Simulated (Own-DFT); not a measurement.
# Computed records: GaP (zincblende, atoms displaced)

All values are calculated (Own-DFT development build). A calculation, not a measurement: plane-wave PBE density functional theory by an unreviewed code, no spin, of a simulated periodic cell, stress positive in tension, free energy of the whole cell less one offset for each atom, forces on such cells passed a denser k mesh, this cell's mesh not checked; offsets are fitted by least squares, one for each functional and potential file, so energies compare only between cells with the same atoms and settings and are not formation energies; the far tail of each file's local potential was reset to the Coulomb form; each entry is a single point on an unrelaxed cell, so the pressure reflects the starting lattice, mostly measured values (interpolated for alloys), from which strain is counted, and rises with the displacements; printed positions are rounded, which can move forces by about a meV/angstrom; the program, named Own-DFT, is a retired in-house code; no spin-orbit coupling.

Settings shared by all entries: functional PBE; potential files PseudoDojo norm-conserving, scalar-relativistic, standard set; wave cutoff 42 hartree; occupations Fermi-Dirac; smearing width 0.1 eV; hardware one NVIDIA H100; k mesh 3 x 3 x 3 centred on Gamma.

(1) GaP (zincblende, atoms displaced)

```
GaP
1.0
     10.9010     0.0000     0.0000
      0.0000    10.9010     0.0000
      0.0000     0.0000    10.9010
Ga P Ga P Ga P Ga P Ga P Ga P Ga P Ga P
4 4 4 4 4 4 4 4 4 4 4 4 4 4 4 4
Direct
  0.99825 0.00114 0.99872
  0.99971 0.24993 0.24732
  0.24782 0.00015 0.25168
  0.25076 0.25377 0.99900
  0.12381 0.12467 0.12729
  0.12352 0.37268 0.37595
  0.37428 0.12719 0.37767
  0.36998 0.37474 0.12375
  0.00068 0.99601 0.49796
  0.99963 0.25147 0.74862
  0.25280 0.99807 0.74589
  0.24904 0.25266 0.50000
  0.12531 0.12597 0.62628
  0.12477 0.37387 0.87279
  0.37420 0.12613 0.87594
  0.37668 0.37424 0.62495
  0.99854 0.50169 0.00224
  0.00039 0.74850 0.25043
  0.24708 0.49904 0.25052
  0.24759 0.74871 0.99987
  0.12226 0.62383 0.12565
  0.12270 0.87347 0.37412
  0.37597 0.62662 0.37487
  0.37420 0.87401 0.12805
  0.00188 0.49922 0.49831
  0.00061 0.74968 0.74962
  0.24984 0.50342 0.74670
  0.24714 0.74850 0.49863
  0.12825 0.62225 0.62674
  0.12588 0.87323 0.87589
  0.37831 0.62590 0.87374
  0.37723 0.87664 0.62447
  0.49992 0.00091 0.99951
  0.49856 0.25078 0.24985
  0.75009 0.00141 0.25238
  0.74941 0.25156 0.00113
  0.62529 0.12459 0.12546
  0.62609 0.37260 0.37219
  0.87509 0.12186 0.37432
  0.87679 0.37331 0.12589
  0.50122 0.99836 0.50008
  0.50045 0.24803 0.75163
  0.75354 0.99983 0.75337
  0.75373 0.25137 0.50240
  0.62481 0.12559 0.62658
  0.62409 0.37559 0.87449
  0.87785 0.12450 0.87662
  0.87368 0.37385 0.62114
  0.50083 0.49956 0.99750
  0.50111 0.74993 0.25081
  0.74746 0.50026 0.25189
  0.75072 0.75055 0.00477
  0.62626 0.62625 0.12562
  0.62675 0.87391 0.37507
  0.87554 0.62670 0.37485
  0.87242 0.87396 0.12392
  0.50276 0.50228 0.49644
  0.49949 0.75077 0.75024
  0.74877 0.50360 0.74950
  0.75338 0.74726 0.50134
  0.62533 0.62467 0.62252
  0.62408 0.87698 0.86998
  0.87628 0.62531 0.87688
  0.87423 0.87492 0.62272
```

| Item | Value |
| --- | --- |
| free energy of cell above offsets | -35.706 eV |
| pressure | 2.73 GPa |
| stress xx | -2.74 GPa |
| stress yy | -2.73 GPa |
| stress zz | -2.72 GPa |
| stress yz | -0.02 GPa |
| stress xz | -0.22 GPa |
| stress xy | -0.03 GPa |
| wall time | 519.9 s |

Force:
```
element  x (eV/Å)  y (eV/Å)  z (eV/Å)
     Ga     0.347    -0.336     0.341
     Ga    -0.056     -0.25     0.428
     Ga     0.279     0.091      0.05
     Ga    -0.432    -0.581    -0.052
      P     0.227     0.026    -0.507
      P     0.022      0.16     -0.28
      P     0.028    -0.298    -0.187
      P     0.676     0.373     0.204
     Ga     0.011     0.481     0.296
     Ga    -0.084    -0.146     0.008
     Ga    -0.271     0.257      0.52
     Ga     0.125    -0.212     0.275
      P    -0.103    -0.276    -0.344
      P     -0.05     0.572     0.149
      P     -0.09    -0.194    -0.052
      P     0.076     0.312    -0.085
     Ga     0.149    -0.476    -0.328
     Ga    -0.272     0.228    -0.267
     Ga     0.158     0.109     0.131
     Ga     0.381    -0.042     0.163
      P     0.314     0.086     0.022
      P     0.289    -0.072    -0.003
      P    -0.257    -0.241    -0.146
      P    -0.017     0.101    -0.343
     Ga    -0.161     0.122      0.14
     Ga    -0.025     0.028    -0.033
     Ga     0.536    -0.684     0.548
     Ga     0.347     0.222     0.195
      P    -0.698     0.477    -0.478
      P    -0.057     0.356    -0.269
      P    -0.489    -0.051     0.154
      P    -0.271    -0.538    -0.298
     Ga    -0.091    -0.174     0.067
     Ga    -0.134    -0.155    -0.198
     Ga    -0.113    -0.253    -0.302
     Ga     0.061    -0.157    -0.104
      P    -0.093     0.092     0.012
      P    -0.052     0.105     0.389
      P     0.207     0.469       0.2
      P    -0.411     0.435    -0.018
     Ga     0.123      0.31    -0.115
     Ga    -0.115     0.136    -0.108
     Ga    -0.146     0.204    -0.432
     Ga    -0.567    -0.591    -0.489
      P     0.351    -0.146    -0.101
      P      0.29    -0.075    -0.071
      P    -0.353     0.449    -0.201
      P     0.335     0.628     0.672
     Ga    -0.122     0.049     0.425
     Ga     -0.02     0.106    -0.056
     Ga     0.402    -0.054    -0.229
     Ga    -0.328     0.051    -0.812
      P    -0.315    -0.315    -0.057
      P      0.01    -0.054     0.166
      P     0.074    -0.434     0.008
      P     0.465      0.38     0.409
     Ga     -0.22    -0.482     0.138
     Ga     0.173    -0.019    -0.312
     Ga     0.207    -0.329     0.038
     Ga    -0.332     0.273     -0.15
      P    -0.094     0.224      0.24
      P     0.219    -0.329     0.791
      P     -0.27     0.111    -0.165
      P     0.226    -0.062     0.415
```

(2) GaP (zincblende, atoms displaced)

```
GaP
1.0
     10.9010     0.0000     0.0000
      0.0000    10.9010     0.0000
      0.0000     0.0000    10.9010
Ga P Ga P Ga P Ga P Ga P Ga P Ga P Ga P
4 4 4 4 4 4 4 4 4 4 4 4 4 4 4 4
Direct
  0.00331 0.99877 0.99868
  0.00067 0.24817 0.24724
  0.24974 0.00331 0.25029
  0.25089 0.25067 0.00092
  0.12806 0.12488 0.12330
  0.12760 0.37442 0.37760
  0.37297 0.12769 0.37247
  0.37440 0.37439 0.12610
  0.00034 0.00147 0.49995
  0.99600 0.25016 0.74832
  0.25022 0.99889 0.74630
  0.24909 0.24992 0.49919
  0.12281 0.12313 0.62598
  0.12208 0.37830 0.87585
  0.37504 0.12563 0.87719
  0.37479 0.37583 0.62370
  0.99634 0.50063 0.00331
  0.00178 0.74975 0.24880
  0.25103 0.50130 0.24685
  0.24805 0.75146 0.00100
  0.12573 0.62453 0.12524
  0.12515 0.87442 0.37624
  0.37802 0.62248 0.37520
  0.37443 0.87724 0.12594
  0.00281 0.50088 0.49828
  0.99576 0.74904 0.74992
  0.25039 0.50006 0.74842
  0.24988 0.74938 0.50211
  0.12350 0.62402 0.62806
  0.12771 0.87486 0.87824
  0.37288 0.62505 0.87372
  0.37600 0.87431 0.62398
  0.49717 0.00111 0.00275
  0.50094 0.24735 0.25115
  0.75079 0.00285 0.24991
  0.74909 0.24945 0.00347
  0.62770 0.12712 0.12193
  0.62495 0.37675 0.37612
  0.87509 0.12580 0.37543
  0.87564 0.37446 0.12715
  0.50076 0.00329 0.50215
  0.49965 0.24918 0.74885
  0.75390 0.99950 0.74912
  0.74886 0.24859 0.49994
  0.62454 0.12221 0.62341
  0.62414 0.37495 0.87391
  0.87380 0.12607 0.87372
  0.87305 0.37391 0.62194
  0.49799 0.50009 0.99751
  0.50373 0.75003 0.24923
  0.75098 0.49766 0.25095
  0.75215 0.75275 0.00046
  0.62596 0.62696 0.12443
  0.62491 0.87466 0.37428
  0.87705 0.62757 0.37412
  0.87425 0.87686 0.12529
  0.49916 0.50128 0.49866
  0.50052 0.75289 0.74950
  0.74723 0.50042 0.75012
  0.75382 0.75011 0.49985
  0.62466 0.62707 0.62562
  0.62457 0.87573 0.87646
  0.87495 0.62664 0.87599
  0.87526 0.87494 0.62928
```

| Property | Result |
| --- | --- |
| free energy of cell above offsets | -35.774 eV |
| pressure | 2.71 GPa |
| stress xx | -2.7 GPa |
| stress yy | -2.72 GPa |
| stress zz | -2.7 GPa |
| stress yz | 0 GPa |
| stress xz | 0.01 GPa |
| stress xy | 0.15 GPa |
| wall time | 529.8 s |

Force:
```
element  x (eV/Å)  y (eV/Å)  z (eV/Å)
     Ga    -0.361     0.238     0.074
     Ga     0.287     0.109     0.398
     Ga    -0.077    -0.424     0.084
     Ga    -0.178     0.285      -0.3
      P    -0.389     0.028     0.048
      P    -0.293      0.13    -0.689
      P      0.29    -0.314     0.496
      P     0.319     0.008    -0.124
     Ga    -0.146    -0.326     0.023
     Ga     0.299     0.222     0.166
     Ga     0.086     0.052     0.494
     Ga     0.057     -0.11     0.341
      P     0.233     0.367    -0.085
      P     0.119    -0.386    -0.084
      P    -0.131    -0.069    -0.457
      P      0.04    -0.197     0.044
     Ga     0.247     0.081    -0.268
     Ga     -0.08     0.233    -0.006
     Ga     0.009      -0.2     0.487
     Ga      0.41    -0.219     0.057
      P    -0.153     0.085    -0.066
      P     0.086     0.149    -0.121
      P    -0.446     0.564    -0.262
      P    -0.008    -0.338     0.232
     Ga    -0.275     -0.08     0.119
     Ga     0.654     0.119     0.378
     Ga    -0.129    -0.133     0.246
     Ga     0.033    -0.241    -0.201
      P     0.047     0.223    -0.269
      P    -0.346    -0.084    -0.789
      P     0.131      0.28     0.044
      P    -0.033     0.188    -0.051
     Ga     0.339    -0.053    -0.266
     Ga     0.148     0.431    -0.206
     Ga    -0.144    -0.206     0.064
     Ga      0.28     0.416    -0.656
      P     -0.51    -0.397      0.58
      P    -0.045    -0.336    -0.064
      P     0.069    -0.009    -0.085
      P     -0.14    -0.074    -0.114
     Ga    -0.329    -0.408    -0.629
     Ga    -0.021    -0.003      0.05
     Ga    -0.625     0.057      0.32
     Ga    -0.096     0.106    -0.096
      P     0.292     0.358     0.416
      P     0.086     -0.14     0.199
      P     0.165    -0.082     0.389
      P     0.073     0.384     0.151
     Ga     0.099     0.076     0.233
     Ga    -0.398     0.031     0.056
     Ga    -0.122     0.445     0.006
     Ga    -0.244    -0.109    -0.043
      P     0.116    -0.445    -0.166
      P     0.194     0.319     0.235
      P    -0.025     -0.38    -0.016
      P     0.375     0.043     0.035
     Ga     0.267      -0.1     0.349
     Ga    -0.023    -0.227     0.255
     Ga     0.282    -0.003    -0.058
     Ga    -0.326     0.117     0.079
      P     0.028    -0.071    -0.228
      P      0.04     0.252    -0.057
      P    -0.259    -0.309     0.039
      P     0.154     0.075    -0.733
```

(3) GaP (zincblende, atoms displaced)

```
GaP
1.0
     10.9010     0.0000     0.0000
      0.0000    10.9010     0.0000
      0.0000     0.0000    10.9010
Ga P Ga P Ga P Ga P Ga P Ga P Ga P Ga P
4 4 4 4 4 4 4 4 4 4 4 4 4 4 4 4
Direct
  0.00235 0.99890 0.99854
  0.99837 0.24939 0.24911
  0.25235 0.00080 0.25052
  0.25242 0.24730 0.00059
  0.12446 0.12414 0.12268
  0.12577 0.37707 0.37516
  0.37431 0.12449 0.37349
  0.37308 0.37360 0.12205
  0.00083 0.00331 0.50162
  0.00108 0.25041 0.74799
  0.25247 0.99932 0.75351
  0.25130 0.25023 0.49951
  0.12577 0.12637 0.62708
  0.12463 0.37581 0.87538
  0.37429 0.12762 0.87295
  0.37365 0.37528 0.62409
  0.99906 0.49983 0.00025
  0.00290 0.75152 0.24953
  0.24972 0.50038 0.24891
  0.25001 0.74744 0.99708
  0.12242 0.62711 0.12509
  0.12592 0.87600 0.37674
  0.37476 0.62505 0.37406
  0.37808 0.87311 0.12462
  0.00025 0.49729 0.49554
  0.99475 0.75104 0.75079
  0.25302 0.49724 0.75155
  0.25193 0.74948 0.49828
  0.12512 0.62626 0.62048
  0.12600 0.87344 0.87586
  0.37335 0.62270 0.87253
  0.37372 0.87536 0.62329
  0.49906 0.00117 0.99740
  0.49726 0.25153 0.25119
  0.74786 0.00173 0.25292
  0.75057 0.24922 0.99828
  0.62311 0.12240 0.12673
  0.62479 0.37326 0.37673
  0.87580 0.12682 0.37473
  0.87530 0.37673 0.12847
  0.50014 0.99846 0.49934
  0.49767 0.24913 0.75078
  0.75266 0.99743 0.74842
  0.74741 0.24888 0.50251
  0.62267 0.12518 0.62701
  0.62577 0.37753 0.87628
  0.87467 0.12650 0.87542
  0.87632 0.37598 0.62114
  0.50060 0.49953 0.00170
  0.50177 0.75031 0.24788
  0.74499 0.49858 0.24900
  0.75266 0.75574 0.99923
  0.62793 0.62523 0.12678
  0.62298 0.87705 0.37607
  0.87589 0.62747 0.37285
  0.87323 0.87360 0.12371
  0.50249 0.50194 0.50101
  0.49854 0.74859 0.75001
  0.75108 0.49696 0.74880
  0.75082 0.74965 0.50017
  0.62316 0.62432 0.62691
  0.62509 0.87498 0.87218
  0.87301 0.62403 0.87333
  0.87759 0.87381 0.62366
```

| Item | Value |
| --- | --- |
| free energy of cell above offsets | -35.760 eV |
| pressure | 2.7 GPa |
| stress xx | -2.69 GPa |
| stress yy | -2.7 GPa |
| stress zz | -2.7 GPa |
| stress yz | -0.18 GPa |
| stress xz | 0.16 GPa |
| stress xy | -0.04 GPa |
| wall time | 530.8 s |

Force:
```
element  x (eV/Å)  y (eV/Å)  z (eV/Å)
     Ga    -0.362      0.01     0.076
     Ga     0.412     0.167     0.053
     Ga    -0.296    -0.277    -0.274
     Ga    -0.555     0.221    -0.209
      P     0.143     0.008     0.346
      P     0.081    -0.577    -0.352
      P     0.138     0.114     0.327
      P     0.196     0.228     0.375
     Ga     0.083    -0.138    -0.139
     Ga    -0.194     0.176     0.213
     Ga    -0.321    -0.058    -0.382
     Ga    -0.204    -0.037    -0.037
      P     0.261    -0.194    -0.092
      P     0.102    -0.218     0.104
      P     0.123    -0.363     0.319
      P     0.401    -0.064    -0.017
     Ga    -0.032     0.094     0.002
     Ga    -0.301     0.199     0.105
     Ga    -0.055     0.083     -0.11
     Ga     0.096     0.081     0.391
      P     0.383     -0.28    -0.179
      P     0.013      0.18     -0.18
      P     0.317    -0.038     -0.13
      P    -0.423     0.166    -0.313
     Ga    -0.045     0.656     0.197
     Ga     0.748    -0.367     -0.15
     Ga      -0.7     0.255    -0.482
     Ga    -0.216      0.02     0.049
      P    -0.101    -0.271     0.618
      P    -0.134     0.018     -0.27
      P     0.398     0.108     0.397
      P      0.16    -0.048     0.252
     Ga     0.096    -0.136     0.082
     Ga     0.182    -0.105    -0.193
     Ga     0.269    -0.207    -0.213
     Ga    -0.149     0.126     0.524
      P     0.053     0.502    -0.243
      P    -0.165     0.131    -0.074
      P    -0.221    -0.162     0.228
      P    -0.241    -0.215    -0.465
     Ga    -0.178     0.334     0.167
     Ga     0.304     0.514    -0.123
     Ga      -0.1     0.281     0.011
     Ga     0.208    -0.033      -0.1
      P     0.166    -0.255    -0.059
      P    -0.158    -0.442    -0.178
      P     0.233    -0.288    -0.279
      P    -0.125    -0.229     0.257
     Ga    -0.017     0.295    -0.043
     Ga    -0.014    -0.141     0.302
     Ga     0.542     0.113     0.434
     Ga    -0.405    -0.687    -0.206
      P    -0.278     0.235    -0.555
      P     0.321    -0.414    -0.035
      P    -0.238    -0.371    -0.026
      P     0.427     0.634     0.467
     Ga    -0.341    -0.184    -0.155
     Ga    -0.071     0.178    -0.072
     Ga    -0.066     0.191    -0.104
     Ga     -0.18    -0.044     -0.05
      P     0.443     0.125    -0.097
      P    -0.126     0.036     0.146
      P     0.009      0.05     0.257
      P    -0.298     0.314    -0.111
```

(4) GaP (zincblende, atoms displaced)

```
GaP
1.0
     10.9010     0.0000     0.0000
      0.0000    10.9010     0.0000
      0.0000     0.0000    10.9010
Ga P Ga P Ga P Ga P Ga P Ga P Ga P Ga P
4 4 4 4 4 4 4 4 4 4 4 4 4 4 4 4
Direct
  0.00207 0.99844 0.00160
  0.99954 0.25063 0.25111
  0.24778 0.00060 0.25048
  0.24743 0.24839 0.99833
  0.12715 0.12528 0.12527
  0.12365 0.37436 0.37456
  0.37410 0.12317 0.37500
  0.37497 0.37678 0.12275
  0.00028 0.99975 0.49730
  0.99824 0.24577 0.75085
  0.24932 0.99998 0.74954
  0.25184 0.24632 0.49712
  0.12694 0.12183 0.62314
  0.12647 0.37486 0.87375
  0.37559 0.12357 0.87529
  0.37571 0.37484 0.62674
  0.99968 0.49902 0.99995
  0.00014 0.74921 0.25209
  0.25335 0.49853 0.24629
  0.25260 0.74811 0.99820
  0.12760 0.62641 0.12725
  0.12703 0.87464 0.37459
  0.37552 0.62411 0.37451
  0.37628 0.87539 0.12431
  0.99942 0.49534 0.50052
  0.99650 0.74685 0.74881
  0.24778 0.50139 0.74911
  0.25054 0.75266 0.49997
  0.12563 0.62768 0.62455
  0.12363 0.87498 0.87653
  0.37457 0.62417 0.87408
  0.37654 0.87197 0.62748
  0.49933 0.00049 0.00404
  0.49859 0.24889 0.24808
  0.75111 0.00144 0.24867
  0.74847 0.24958 0.00027
  0.62347 0.12328 0.12433
  0.62937 0.37558 0.37184
  0.87430 0.12485 0.37487
  0.87546 0.37673 0.12542
  0.49878 0.00224 0.50123
  0.50031 0.25219 0.74986
  0.74873 0.99808 0.75166
  0.75333 0.24873 0.50031
  0.62458 0.12634 0.62536
  0.62761 0.37169 0.87479
  0.87740 0.12402 0.87342
  0.87404 0.37607 0.62529
  0.50229 0.50019 0.99585
  0.50348 0.75264 0.24798
  0.75026 0.50007 0.25274
  0.75077 0.75035 0.99819
  0.62203 0.62425 0.12296
  0.62203 0.87750 0.37492
  0.87569 0.62630 0.37543
  0.87713 0.87542 0.12499
  0.49983 0.50068 0.49649
  0.49895 0.74772 0.75022
  0.75003 0.49901 0.75145
  0.74887 0.74847 0.50017
  0.62539 0.62278 0.62592
  0.62535 0.87627 0.87741
  0.87478 0.62566 0.87652
  0.87464 0.87671 0.62557
```

| Quantity | Value |
| --- | --- |
| free energy of cell above offsets | -35.818 eV |
| pressure | 2.69 GPa |
| stress xx | -2.69 GPa |
| stress yy | -2.69 GPa |
| stress zz | -2.7 GPa |
| stress yz | 0.17 GPa |
| stress xz | 0.17 GPa |
| stress xy | 0.09 GPa |
| wall time | 501.8 s |

Force:
```
element  x (eV/Å)  y (eV/Å)  z (eV/Å)
     Ga    -0.049     0.246    -0.076
     Ga     0.013    -0.091    -0.214
     Ga     0.336    -0.191    -0.197
     Ga     0.418     0.169     0.032
      P    -0.432     0.064     0.089
      P      0.48     0.004    -0.047
      P     0.216     0.082    -0.252
      P     0.182    -0.449     -0.27
     Ga     0.011    -0.108     0.191
     Ga     0.437     0.426    -0.388
     Ga     0.104    -0.271     0.184
     Ga    -0.195     0.471     0.365
      P    -0.262     0.317      0.02
      P    -0.415    -0.075    -0.038
      P     0.027     0.156    -0.062
      P    -0.188      0.11    -0.462
     Ga     0.331     0.186     0.091
     Ga     0.133     0.109    -0.191
     Ga    -0.322     0.133     0.467
     Ga    -0.227     0.298      0.19
      P    -0.247    -0.179    -0.324
      P    -0.285     0.033     0.009
      P    -0.049     0.362    -0.203
      P    -0.357    -0.082       0.2
     Ga     0.165     0.568     0.005
     Ga     0.279     0.428      0.12
     Ga     0.181    -0.075      -0.1
     Ga     0.207    -0.304    -0.024
      P    -0.247    -0.324    -0.203
      P      0.16     -0.32    -0.325
      P     0.073    -0.156    -0.068
      P    -0.115     0.453    -0.221
     Ga    -0.043    -0.101    -0.476
     Ga     0.099     0.231     0.131
     Ga    -0.153    -0.251     0.095
     Ga     0.443     -0.19     0.122
      P      0.27     0.299     0.142
      P    -0.572    -0.464     0.438
      P     0.197    -0.034    -0.111
      P    -0.177    -0.247    -0.009
     Ga     0.008    -0.235      0.16
     Ga    -0.099    -0.306     0.093
     Ga      0.04     0.246    -0.144
     Ga    -0.378     0.182     0.009
      P     0.142     -0.07     0.026
      P    -0.219      0.33    -0.035
      P    -0.431    -0.197     0.539
      P     0.163    -0.347     0.226
     Ga     -0.17     -0.17      0.11
     Ga    -0.399    -0.255     0.156
     Ga     0.111     0.387    -0.545
     Ga     -0.13     0.022     0.381
      P     0.611     0.073     0.133
      P     0.496    -0.077     0.096
      P    -0.027    -0.253     0.161
      P     -0.21    -0.157     0.123
     Ga     0.155     -0.29     0.259
     Ga     0.397     0.102     0.159
     Ga     0.041     0.115     0.007
     Ga    -0.039     0.337     0.049
      P    -0.092     0.062    -0.069
      P    -0.315    -0.198    -0.165
      P    -0.018    -0.309    -0.133
      P    -0.069    -0.223    -0.227
```
